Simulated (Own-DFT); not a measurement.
## Calculated data, SiC (twinned 3C silicon carbide, strained, atoms displaced)

Computed with Own-DFT development build. A calculation, not a measurement: plane-wave PBE density functional theory by an unreviewed code, no spin, of a simulated periodic cell, stress positive in tension, free energy of the whole cell less one offset for each atom, forces on such cells passed a denser k mesh, this cell's mesh not checked; offsets are fitted by least squares, one for each functional and potential file, so energies compare only between cells with the same atoms and settings and are not formation energies; the far tail of each file's local potential was reset to the Coulomb form; each entry is a single point on an unrelaxed cell, so the pressure reflects the starting lattice, mostly measured values (interpolated for alloys), from which strain is counted, and rises with the displacements; printed positions are rounded, which can move forces by about a meV/angstrom; the program, named Own-DFT, is a retired in-house code; no spin-orbit coupling.

Common to all runs: functional PBE; potential files PseudoDojo norm-conserving, scalar-relativistic, standard set; wave cutoff 42 hartree; occupations Fermi-Dirac; smearing width 0.1 eV; hardware one NVIDIA H100; k mesh 5 x 5 x 2 centred on Gamma.

(1) SiC (twinned 3C silicon carbide, strained, atoms displaced)

```
cell vectors (Å)
   4.4012    -4.3111    -0.0150
   0.0522     4.3483    -4.4509
   8.5046     8.3545     8.4553
atoms (fractions of the cell vectors)
Si  0.01018  0.99680  0.43563
C   0.02065  0.01595  0.06183
Si  0.16334  0.32723  0.10824
C   0.16100  0.32064  0.22724
Si  0.31815  0.14642  0.27085
C   0.32780  0.14915  0.39853
Si  0.01323  0.51105  0.43752
C   0.00066  0.49199  0.06348
Si  0.17739  0.84342  0.10334
C   0.16162  0.83085  0.23187
Si  0.32774  0.65943  0.26677
C   0.32240  0.66721  0.38920
Si  0.49337  0.00411  0.43745
C   0.50339  0.00299  0.06200
Si  0.68076  0.32727  0.10547
C   0.67737  0.34085  0.22481
Si  0.83290  0.17294  0.26994
C   0.82565  0.16061  0.39790
Si  0.49849  0.50177  0.43526
C   0.49220  0.49563  0.06176
Si  0.65973  0.83274  0.10920
C   0.68019  0.83649  0.22815
Si  0.83250  0.67327  0.26565
C   0.83089  0.65114  0.39429
Si  0.00146  0.00177  0.93721
C   0.99850  0.00181  0.56581
Si  0.83272  0.68123  0.59828
C   0.83460  0.66683  0.72687
Si  0.64238  0.81692  0.77961
C   0.66940  0.82750  0.89823
Si  0.98683  0.48788  0.93279
C   0.98874  0.50335  0.56362
Si  0.84814  0.17427  0.60809
C   0.83928  0.17190  0.73025
Si  0.68583  0.35284  0.77487
C   0.65832  0.31498  0.89565
Si  0.50046  0.98912  0.93483
C   0.48169  0.98918  0.56153
Si  0.33081  0.65879  0.60596
C   0.32758  0.66305  0.73390
Si  0.17149  0.83186  0.76923
C   0.15513  0.82817  0.89466
Si  0.50291  0.50568  0.93398
C   0.50958  0.51174  0.56127
Si  0.32658  0.16550  0.60065
C   0.35436  0.16548  0.72598
Si  0.16408  0.33416  0.76961
C   0.15991  0.32876  0.89375
```

Results for SiC (twinned 3C silicon carbide, strained, atoms displaced): free energy of cell above offsets -2.988 eV; pressure 8.44 GPa; stress xx -6.26 GPa; stress yy -14.31 GPa; stress zz -4.74 GPa; stress yz -8.89 GPa; stress xz -11.28 GPa; stress xy -5.14 GPa; wall time 190.6 s.

Force:
```csv
element,x (eV/Å),y (eV/Å),z (eV/Å)
Si,-2.116,1.919,1.066
C,-1.439,0.702,2.002
Si,-1.056,-2.058,-2.698
C,2.042,1.741,0.917
Si,1.579,0.041,-1.926
C,-0.427,1.04,-3.201
Si,-1.941,-0.288,1.835
C,0.433,0.289,-1.386
Si,-1.333,-0.374,0.726
C,-0.381,-1.623,-0.562
Si,0.144,-0.65,-0.199
C,2.513,-0.391,0.714
Si,1.237,-2.353,1.517
C,0.605,-0.182,0.547
Si,-2.857,0.415,-2.25
C,0.298,2.191,2.367
Si,0.421,0.018,0.938
C,0.806,-0.68,-0.817
Si,-0.444,-0.289,-0.143
C,1.63,0.054,-0.017
Si,-1.454,-3.423,-1.838
C,-0.641,3.057,0.588
Si,0.959,-0.696,2.344
C,-0.127,1.101,-1.406
Si,0.374,-0.033,-0.367
C,-0.352,-0.81,-1.395
Si,1.036,0.251,2.183
C,0.477,1.421,-0.22
Si,-0.009,-3.545,-3.947
C,0.812,0.859,0.436
Si,1.792,0.823,0.182
C,1.502,-1.452,0.367
Si,-3.169,0.997,-0.658
C,0.193,0.679,1.605
Si,-3.092,-2.197,-0.319
C,0.754,1.417,-0.426
Si,-0.669,1.738,0.314
C,1.788,-0.515,0.356
Si,-0.604,0.947,-1.453
C,-0.257,-1.3,0.071
Si,-1.086,1.494,-1.337
C,1.006,-0.76,0.618
Si,-0.263,0.448,2.735
C,-1.428,0.171,1.177
Si,1.829,-0.35,0.018
C,-0.17,2.188,0.17
Si,0.193,-1.879,0.756
C,0.891,-0.155,0.011
```

(2) SiC (twinned 3C silicon carbide, strained, atoms displaced)

```
cell vectors (Å)
   4.3126    -4.2431     0.0603
  -0.0256     4.2778    -4.3400
   8.8884     8.6287     8.8045
atoms (fractions of the cell vectors)
Si  0.01129  0.01200  0.44226
C   0.99137  0.99352  0.06139
Si  0.17931  0.33457  0.10033
C   0.15985  0.33002  0.22674
Si  0.32148  0.16519  0.27266
C   0.32656  0.16474  0.39831
Si  0.00376  0.49831  0.43516
C   0.99159  0.49600  0.05980
Si  0.17640  0.84033  0.10116
C   0.17355  0.84153  0.23036
Si  0.31546  0.66282  0.27631
C   0.33455  0.66887  0.39714
Si  0.49394  0.99045  0.43626
C   0.50899  0.98379  0.06041
Si  0.67262  0.33270  0.10021
C   0.65657  0.32062  0.21992
Si  0.82619  0.17253  0.26746
C   0.83953  0.16455  0.39759
Si  0.49584  0.50274  0.43984
C   0.48933  0.49447  0.06132
Si  0.65990  0.83704  0.10980
C   0.67039  0.82185  0.22751
Si  0.85058  0.66712  0.27385
C   0.83179  0.66075  0.39616
Si  0.99943  0.00001  0.94041
C   0.99155  0.01041  0.56055
Si  0.83280  0.66654  0.60482
C   0.83364  0.66630  0.73093
Si  0.65374  0.82744  0.77203
C   0.66812  0.83690  0.89558
Si  0.00242  0.50090  0.93863
C   0.99002  0.49113  0.55549
Si  0.84200  0.17079  0.60800
C   0.81862  0.16194  0.72841
Si  0.67563  0.34753  0.76886
C   0.66008  0.33994  0.90105
Si  0.48920  0.98363  0.93553
C   0.50237  0.00537  0.55569
Si  0.34463  0.68080  0.60798
C   0.33850  0.66122  0.72620
Si  0.18447  0.83367  0.76848
C   0.18838  0.85639  0.89424
Si  0.49725  0.49029  0.93371
C   0.50170  0.51362  0.55955
Si  0.34929  0.16904  0.60178
C   0.33738  0.16150  0.72962
Si  0.18044  0.34845  0.77533
C   0.16838  0.33465  0.89451
```

Results for SiC (twinned 3C silicon carbide, strained, atoms displaced): free energy of cell above offsets -3.205 eV; pressure 11.36 GPa; stress xx -9.18 GPa; stress yy -15.86 GPa; stress zz -9.05 GPa; stress yz -0.73 GPa; stress xz 4.55 GPa; stress xy 5.05 GPa; wall time 188.4 s.

Force:
```csv
element,x (eV/Å),y (eV/Å),z (eV/Å)
Si,-2.977,-0.503,0.876
C,1.29,-0.177,-0.124
Si,-1.861,2.63,1.735
C,0.465,0.462,-0.4
Si,0.691,-0.3,-1.139
C,1.034,-1.417,-1.263
Si,-0.919,1.038,0.702
C,2.421,-0.891,-0.743
Si,-0.51,0.564,1.34
C,-0.583,-0.962,0.015
Si,0.745,-3.187,-1.397
C,-0.548,-0.727,0.258
Si,0.98,0.267,-1.952
C,-1.37,2.303,-2.067
Si,-1.924,0.909,0.598
C,1.983,2.213,0.549
Si,0.162,-1.073,1.986
C,-1.687,-0.151,-0.912
Si,0.045,-1.426,-0.498
C,1.949,-2.066,-1.694
Si,0.05,-2.962,1.244
C,0.673,2.306,0.798
Si,-3.096,0.84,-0.01
C,0.627,0.291,-0.511
Si,-0.72,-0.579,-0.709
C,2.685,-1.631,2.171
Si,-0.183,-0.498,-1.012
C,0.465,-0.252,-1.778
Si,2.462,-0.806,-1.102
C,-0.528,-1.269,0.481
Si,-0.629,0.552,-0.937
C,3.015,1.82,0.589
Si,-1.849,0.707,-1.396
C,2.158,-0.497,0.033
Si,-0.194,0.528,2.62
C,0.305,-4.589,0.064
Si,3.851,0.654,-1.445
C,1.782,0.487,2.011
Si,-3.223,-1.368,-0.964
C,0.166,1.067,0.322
Si,-0.891,2.472,0.186
C,-3.829,-0.048,2.172
Si,1.16,3.632,-0.615
C,1.059,0.198,1.844
Si,-1.274,2.392,-0.396
C,-0.255,0.349,-1.583
Si,-2.984,-1.962,1.662
C,-0.192,0.658,0.389
```

(3) SiC (twinned 3C silicon carbide, strained, atoms displaced)

```
cell vectors (Å)
   4.2797    -4.2750     0.1051
  -0.0123     4.3678    -4.4874
   8.7764     8.5569     8.8205
atoms (fractions of the cell vectors)
Si  0.01213  0.00608  0.44359
C   0.00732  0.00727  0.06147
Si  0.17503  0.33790  0.10336
C   0.15971  0.32775  0.22960
Si  0.32689  0.15372  0.26670
C   0.33097  0.17253  0.39339
Si  0.99435  0.49157  0.43637
C   0.98905  0.49488  0.05961
Si  0.15695  0.82621  0.09915
C   0.15533  0.81990  0.22668
Si  0.34597  0.66538  0.27457
C   0.32947  0.66755  0.39791
Si  0.51173  0.99776  0.43855
C   0.49686  0.00409  0.06721
Si  0.68591  0.34542  0.10202
C   0.66676  0.32384  0.22638
Si  0.82465  0.16340  0.27263
C   0.83350  0.16453  0.39912
Si  0.49378  0.49326  0.43630
C   0.49678  0.49947  0.06581
Si  0.66457  0.83368  0.10942
C   0.66928  0.83368  0.22103
Si  0.84243  0.67439  0.27604
C   0.82943  0.65901  0.39619
Si  0.99968  0.99040  0.93811
C   0.99541  0.98786  0.56465
Si  0.82538  0.67708  0.60190
C   0.83355  0.67131  0.72190
Si  0.67782  0.83621  0.77210
C   0.66812  0.83437  0.90325
Si  0.99960  0.51038  0.94151
C   0.98435  0.50122  0.56133
Si  0.83753  0.17236  0.60216
C   0.83473  0.15387  0.72632
Si  0.64081  0.32285  0.77591
C   0.66994  0.32851  0.89959
Si  0.50622  0.00120  0.93736
C   0.49246  0.00075  0.55966
Si  0.33075  0.67140  0.60623
C   0.33538  0.67447  0.73160
Si  0.17319  0.82982  0.77434
C   0.18825  0.83655  0.89390
Si  0.48639  0.50037  0.93618
C   0.48911  0.48537  0.56056
Si  0.34908  0.18646  0.60287
C   0.33634  0.16003  0.72921
Si  0.15920  0.32463  0.76493
C   0.17422  0.33861  0.88903
```

Results for SiC (twinned 3C silicon carbide, strained, atoms displaced): free energy of cell above offsets -3.472 eV; pressure 7.19 GPa; stress xx -11.58 GPa; stress yy -8.78 GPa; stress zz -1.2 GPa; stress yz -7.81 GPa; stress xz 4.24 GPa; stress xy 3.07 GPa; wall time 193.1 s.

Force:
```csv
element,x (eV/Å),y (eV/Å),z (eV/Å)
Si,-2.107,-0.873,0.057
C,-0.431,0.236,0.72
Si,-0.844,1.199,1.454
C,0.739,-0.29,-0.378
Si,0.006,0.544,-0.467
C,0.599,-1.514,0.885
Si,0.228,1.091,-0.264
C,3.368,-1.67,-1.363
Si,1.529,1.201,0.199
C,1.627,-0.785,-0.454
Si,-2.469,-0.09,-0.55
C,0.695,-1.039,-0.212
Si,-2.1,1.774,-0.073
C,-0.116,-1.623,-0.659
Si,-3.041,2.77,3.272
C,0.803,1.442,-0.542
Si,0.043,-0.981,-0.399
C,0.232,-1.605,-0.459
Si,-0.041,0.258,-0.39
C,0.786,-1.276,-1.737
Si,-2.81,-2.469,-3.114
C,3.998,3.233,3.703
Si,-2.79,-1.066,0.268
C,1.066,0.938,-0.47
Si,1.169,0.146,-1.735
C,0.89,1.033,-2.492
Si,-0.025,-1.399,1.737
C,1.741,1.081,2.743
Si,-0.59,0.312,0.36
C,-1.279,-2.119,-0.798
Si,-0.898,-3.14,-0.795
C,1.204,-0.845,0.321
Si,-0.648,0.441,0.623
C,-0.832,2.029,-0.56
Si,2.939,-2.524,-2.136
C,-0.999,0.912,-1.166
Si,1.913,1.232,0.505
C,1.375,-0.173,0.862
Si,-0.844,-0.043,-0.303
C,-0.292,-1.993,0.691
Si,-2.291,0.011,-1.336
C,-1.615,2.239,1.296
Si,2.133,-0.645,0.78
C,0.506,1.917,-2.518
Si,-1.105,-0.654,3.681
C,-2.001,0.644,-0.074
Si,1.713,0.71,-0.447
C,-1.133,1.42,1.736
```

(4) SiC (twinned 3C silicon carbide, strained, atoms displaced)

```
cell vectors (Å)
   4.3591    -4.2990    -0.1585
   0.0941     4.2346    -4.3147
   8.6302     8.8269     8.7990
atoms (fractions of the cell vectors)
Si  0.00795  0.01030  0.43904
C   0.98199  0.99031  0.05824
Si  0.16047  0.31597  0.10787
C   0.16129  0.32735  0.22709
Si  0.33885  0.15765  0.27087
C   0.34965  0.18055  0.39627
Si  0.00245  0.48939  0.43765
C   0.99050  0.49608  0.05907
Si  0.15933  0.82227  0.10846
C   0.16931  0.82222  0.22635
Si  0.33095  0.67175  0.27145
C   0.34436  0.67383  0.39788
Si  0.49869  0.00712  0.44254
C   0.49810  0.00787  0.06536
Si  0.66680  0.34792  0.10385
C   0.66661  0.32956  0.22904
Si  0.83440  0.18174  0.27321
C   0.84763  0.17592  0.39427
Si  0.49361  0.49546  0.43552
C   0.49009  0.49641  0.05976
Si  0.66701  0.83027  0.10408
C   0.65846  0.83619  0.22848
Si  0.83398  0.65570  0.27323
C   0.82751  0.66234  0.39867
Si  0.00484  0.99115  0.93176
C   0.99955  0.99305  0.56425
Si  0.83549  0.67609  0.60445
C   0.82704  0.67317  0.72992
Si  0.66816  0.83459  0.77026
C   0.65649  0.81927  0.89572
Si  0.98140  0.49673  0.93337
C   0.01954  0.50987  0.56033
Si  0.82768  0.16918  0.61013
C   0.83772  0.18205  0.72980
Si  0.66540  0.34488  0.77153
C   0.68372  0.31444  0.89678
Si  0.48753  0.00435  0.94110
C   0.50186  0.00365  0.56681
Si  0.33304  0.65398  0.60431
C   0.32640  0.66756  0.72669
Si  0.17526  0.84446  0.77141
C   0.15011  0.81755  0.89527
Si  0.50252  0.49815  0.94038
C   0.48394  0.49518  0.56034
Si  0.33214  0.15408  0.60348
C   0.32243  0.14934  0.72455
Si  0.16795  0.35392  0.77078
C   0.16690  0.33942  0.90084
```

The calculation gives: free energy of cell above offsets -3.579 eV; pressure 4.92 GPa; stress xx -2.63 GPa; stress yy -9.78 GPa; stress zz -2.36 GPa; stress yz 7.26 GPa; stress xz -7.35 GPa; stress xy 1.27 GPa; wall time 185.3 s.

Force:
```csv
element,x (eV/Å),y (eV/Å),z (eV/Å)
Si,-0.327,-1.165,1.235
C,1.807,-0.508,0.503
Si,-2.011,-0.48,-2.229
C,1.571,0.928,0.907
Si,-0.639,0.7,-0.683
C,-2.235,-0.283,1.281
Si,0.995,1.34,-1.726
C,1.049,0.553,0.582
Si,-1.61,-1.531,-2.305
C,-0.179,3.245,0.225
Si,1.449,-2.254,1.351
C,-1.838,0.95,-0.796
Si,0.866,-1.96,0.205
C,-0.733,0.311,0.393
Si,0.158,-1.521,1.187
C,-0.839,1.292,-1.004
Si,-0.201,-3.175,1.422
C,-1.005,0.921,1.303
Si,2.294,0.412,-0.681
C,0.829,1.581,0.751
Si,-0.747,0.789,-0.369
C,1.315,-0.517,0.548
Si,-0.517,1.468,-1.341
C,0.616,-0.623,-0.762
Si,-0.852,3.958,-0.148
C,-0.096,0.865,-1.33
Si,-0.974,-1.244,1.251
C,0.676,-1.655,-0.04
Si,-0.377,2.177,-0.31
C,0.391,0.283,-1.097
Si,4.078,-0.738,1.251
C,-1.553,1.551,1.9
Si,0.126,-1.67,-1.756
C,0.116,0.143,1.205
Si,-0.807,-0.592,0.937
C,-4.317,2.704,-1.061
Si,0.359,-2.042,1.58
C,0.096,-2.168,0.432
Si,-0.015,1.939,-1.396
C,1.368,-0.302,-0.448
Si,-1.532,0.04,1.305
C,1.237,-1.582,-1.757
Si,-1.195,-0.712,-0.439
C,2.012,-2.604,0.915
Si,-0.558,2.123,-1.147
C,2.277,2.445,-1.669
Si,0.197,-1.197,2.262
C,-0.726,-2.196,-0.439
```
